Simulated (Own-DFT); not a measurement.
# Strain and stress in wurtzite AlGaN with randomly placed atoms, 96 atoms (Al12Ga36N48)

These are calculations, not measurements. They come from Own-DFT, an in-house plane-wave density functional program, since retired, whose code no person has reviewed. Each row is one single-point run on a periodic cell that was not relaxed, without spin or spin-orbit coupling.

Settings of every run: PBE; PseudoDojo norm-conserving scalar-relativistic files (stringent for Ga); cutoff 96 hartree; 3 x 4 x 3 k mesh centred on Gamma; Gaussian smearing of 0.01 eV.

Known limits: k mesh not checked against a denser one; stress not checked against mesh or cutoff.

Unstrained cell vectors in Å: (12.679, 0.000, 0.000); (-4.755, 8.235, 0.000); (0.000, 0.000, 10.268). The unstrained cell has measured lattice constants (interpolated for alloys), not those of this functional. That, the random moves and any unrelaxed bonds set the pressure at no strain. Each run strains this cell uniformly, with the atoms carried along. Every atom was also moved at random, by a Gaussian of width 0.05 Å on each axis. The random placing of the alloy's atoms differs from row to row. Strain is the symmetric tensor, in per cent. Stress is positive in tension, and the pressure is minus a third of its trace.

```
run,e_xx (%),e_yy (%),e_zz (%),s_xx (GPa),s_yy (GPa),s_zz (GPa),P (GPa),E (meV/atom)
1,-1.00,-1.00,0.00,-14.02,-11.73,-9.54,11.76,32.9
2,-2.50,-2.50,0.00,-22.24,-23.28,-11.74,19.08,68.2
3,-1.75,-1.75,0.00,-16.74,-16.54,-13.42,15.57,60.2
4,1.25,1.25,0.00,0.63,-2.10,-5.47,2.31,6.1
5,0.25,0.25,0.00,-4.69,-5.26,-7.21,5.72,0.0
6,0.50,0.50,0.00,-3.72,-3.64,-8.10,5.15,4.7
7,3.00,3.00,0.00,7.64,7.49,-4.32,-3.60,5.7
8,-0.25,-0.25,0.00,-8.48,-6.04,-9.89,8.13,14.7
9,-1.50,-1.50,0.00,?,?,?,?,?
```

E is the free energy for each atom above the lowest run shown.

## Worked fit

The change of volume is close to e_xx + e_yy + e_zz. A straight line through the runs shown gives P = 7.81 - 208 x (fractional change of volume) GPa, with an error of 10 on the slope and a scatter of 0.90 GPa. The strain isn't the same on all axes and the cell isn't cubic, so the slope belongs to this path and is not the bulk modulus.

## Withheld run

Question: what pressure should run 9 give? Its volume changes by -2.98 %.

The line gives 14.0 GPa. The calculation gave 13.77 GPa.
